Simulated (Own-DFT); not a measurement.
# Biaxial strain at fixed height in diamond-structure SiGeSn with randomly placed atoms, 64 atoms (Ge40Si16Sn8)

Everything here is calculated. The program is Own-DFT (plane waves, in-house, since retired, never reviewed by a person); positions were held fixed, and spin and spin-orbit coupling were off.

Method: PBEsol; PseudoDojo norm-conserving scalar-relativistic files, made for PBE; cutoff 49 hartree; 3 x 3 x 3 k mesh centred on Gamma; Fermi-Dirac smearing of 0.1 eV.

Limits: forces on such cells moved up to 12 meV/angstrom on a denser k mesh; stress not checked against mesh or cutoff.

Unstrained cell vectors in Å: (11.410, 0.000, 0.000); (0.000, 11.410, 0.000); (0.000, 0.000, 11.410). The unstrained cell has measured lattice constants (interpolated for alloys), not those of this functional. That, the random moves and any unrelaxed bonds set the pressure at no strain. Each run strains x and y alike by e, as a substrate would, and holds the height along z. Each coordinate of each atom was shifted by a normal deviate of width 0.05 Å. The random placing of the alloy's atoms differs from row to row. Stress is positive in tension.

```
e (%)  u (Å)  (s_xx + s_yy)/2 (GPa)  s_zz (GPa)
-2.50  0.048                  -7.09       -5.35
-1.00  0.050                  -3.99       -3.32
-0.75  0.046                  -3.45       -2.72
-0.25  0.047                  -2.51       -2.54
 0.50  0.049                  -1.24       -1.54
 0.75  0.050                      ?           ?
 1.25  0.050                  -0.22       -0.97
 2.00  0.051                   0.81       -0.43
 2.25  0.047                   1.50        0.03
 2.75  0.053                   2.15        0.47
```

## Working it out

With e as a fraction, the in-plane stress is -2.1 + 175 e - 816 e² GPa (errors 3 and 172, scatter 0.13), and s_zz is -2.1 + 109 e - 686 e² GPa (slope ± 4, scatter 0.17). At e = 0 the first slope is C11 + C12 and the second 2 C12, both with the ions held to the strained lattice and at the cell's own pressure. The term in e² is negative: the layer stiffens under compression and softens under tension. A free layer would change its height as e changes, and the in-plane slope would drop by 2 C12²/C11 to the biaxial modulus. At fixed height, a misfit of 1 % moves the in-plane stress by about 1.8 GPa and s_zz by 1.1 GPa.

## Test on the hidden row

Q: what are the two stresses at e = 0.75 %?

The fitted form gives -0.9 and -1.4 GPa. The run itself gave -0.88 and -1.47 GPa.
